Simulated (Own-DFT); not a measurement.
# Computed records: InAs (zincblende, strongly disordered by large displacements)

A calculation, not a measurement: plane-wave PBE density functional theory by an unreviewed code, no spin, of a simulated periodic cell, stress positive in tension, free energy of the whole cell less one offset for each atom, forces on such cells passed a denser k mesh, this cell's mesh not checked; broken bonds can close the gap or carry spin, so checks made on this kind of crystal may not hold here; offsets are fitted by least squares, one for each functional and potential file, so energies compare only between cells with the same atoms and settings and are not formation energies; the far tail of each file's local potential was reset to the Coulomb form; each entry is a single point on an unrelaxed cell, so the pressure reflects the starting lattice, mostly measured values (interpolated for alloys), from which strain is counted, and rises with the displacements; printed positions are rounded, which can move forces by about a meV/angstrom; the program, named Own-DFT, is a retired in-house code; no spin-orbit coupling. Program: Own-DFT development build.

## InAs (zincblende, strongly disordered by large displacements)

```
InAs
1.0
     12.1166     0.0000     0.0000
      0.0000    12.1166     0.0000
      0.0000     0.0000    12.1166
In As In As In As In As In As In As In As In As
4 4 4 4 4 4 4 4 4 4 4 4 4 4 4 4
Direct
  0.01493 0.03147 0.04515
  0.99988 0.27038 0.22748
  0.18452 0.01264 0.25307
  0.25460 0.24957 0.98611
  0.17154 0.14573 0.14563
  0.13296 0.38080 0.39676
  0.36413 0.09513 0.38711
  0.40089 0.31428 0.12133
  0.02130 0.02892 0.47326
  0.00107 0.27849 0.73378
  0.24351 0.00242 0.74882
  0.24224 0.27954 0.48180
  0.13075 0.13655 0.61939
  0.12196 0.34837 0.91224
  0.40097 0.12015 0.85334
  0.34908 0.36674 0.58022
  0.00995 0.49809 0.05507
  0.02813 0.71192 0.20644
  0.26497 0.51174 0.24731
  0.20847 0.74773 0.00425
  0.13676 0.61701 0.11360
  0.11686 0.90104 0.36325
  0.34148 0.65411 0.38139
  0.38216 0.85888 0.14540
  0.98518 0.50487 0.50292
  0.00787 0.75932 0.77452
  0.21643 0.50539 0.74717
  0.26109 0.75547 0.50171
  0.14976 0.61188 0.63037
  0.14658 0.87186 0.90824
  0.36202 0.60698 0.81907
  0.38566 0.87693 0.61971
  0.48363 0.95939 0.00330
  0.56154 0.23723 0.25028
  0.74490 0.02929 0.30921
  0.79996 0.29499 0.00069
  0.61280 0.12458 0.08613
  0.58439 0.38878 0.36013
  0.82374 0.14250 0.40944
  0.89178 0.38049 0.15251
  0.45027 0.00376 0.50399
  0.48886 0.21027 0.71761
  0.80785 0.00057 0.75862
  0.73743 0.25350 0.50605
  0.63184 0.20143 0.62938
  0.63649 0.37282 0.88036
  0.87534 0.13588 0.83964
  0.83262 0.35276 0.60692
  0.51901 0.50590 0.00590
  0.49004 0.67171 0.28501
  0.75013 0.51749 0.26435
  0.71565 0.72006 0.01182
  0.59235 0.65213 0.14872
  0.62889 0.91882 0.36201
  0.87218 0.62094 0.37180
  0.86112 0.84680 0.09012
  0.45551 0.51021 0.49235
  0.50795 0.81735 0.73747
  0.76055 0.49399 0.76650
  0.72679 0.73644 0.48810
  0.61233 0.62222 0.62896
  0.61733 0.81432 0.90752
  0.87300 0.62765 0.93565
  0.89837 0.83207 0.66430
```

Here we set functional PBE, potential files PseudoDojo norm-conserving, scalar-relativistic, standard set, wave cutoff 42 hartree, occupations Fermi-Dirac, smearing width 0.1 eV, hardware one NVIDIA H200 and k mesh 3 x 3 x 3 centred on Gamma.

Results for InAs (zincblende, strongly disordered by large displacements): free energy of cell above offsets 44.740 eV; pressure 17.71 GPa; stress xx -17.26 GPa; stress yy -17.11 GPa; stress zz -18.77 GPa; stress yz 3.22 GPa; stress xz -0.99 GPa; stress xy -0.3 GPa; wall time 1224 s.

Force:
```csv
element,x (eV/Å),y (eV/Å),z (eV/Å)
In,-1.411,-1.128,-1.593
In,6.82,-6.41,5.919
In,6.647,-1.406,-0.347
In,5.169,-2.833,0.531
As,-1.675,7.127,-4.896
As,-7.135,5.728,-6.743
As,-4.573,6.217,-7.082
As,0.064,2.193,0.361
In,-2.452,1.525,2.079
In,0.101,-0.453,-0.209
In,0.297,-0.175,0.322
In,-0.132,-12.15,-1.582
As,-0.038,0.483,0.198
As,-4.871,4.253,-3.303
As,-3.021,-2.491,3.926
As,6.419,4.231,8.824
In,-1.961,-2.017,-4.526
In,-8.237,7.163,6.429
In,0.262,-2.737,-0.361
In,8.132,-4.536,2.954
As,8.088,-5.321,-0.741
As,-3.005,-9.713,4.969
As,-1.931,-4.241,-1.32
As,-2.146,-0.851,1.026
In,0.33,-0.739,1.177
In,6.177,-4.26,6.259
In,2.298,-8.35,5.936
In,-4.394,4.202,4.812
As,-5.796,6.54,-6.77
As,-4.808,8.895,-6.821
As,3.147,2.058,2.841
As,-5.683,-0.808,0.179
In,0.697,0.942,-0.62
In,-1.489,-3.016,-1.341
In,2.548,-0.085,-10.04
In,-2.22,-2.142,-2.483
As,1.403,0.082,-0.148
As,1.821,2.88,2.074
As,11.9,-0.129,-1.125
As,-7.291,5.162,-1.132
In,7.056,-1.023,2.456
In,-6.986,3.388,2.041
In,-3.889,-7.515,-4.205
In,-5.251,4.017,-7.935
As,2.286,-5.2,2.181
As,-0.69,-0.511,0.549
As,3.89,7.314,6.169
As,7.695,8.203,6.798
In,-1.444,-0.856,-0.753
In,0.316,3.348,3.036
In,-2.809,-1.841,-1.459
In,4.893,-3.641,4.373
As,4.784,-2.603,-5.018
As,-8.245,-9.044,4.125
As,2.32,2.497,0.507
As,2.22,1.258,1.546
In,1.841,0.697,0.748
In,3.92,-3.994,3.232
In,0.248,0.972,-0.559
In,0.111,1.204,0.103
As,-0.606,0.029,0.125
As,-5.213,6.64,-6.161
As,2.218,-1.478,-2.048
As,-6.719,4.451,-7.488
```
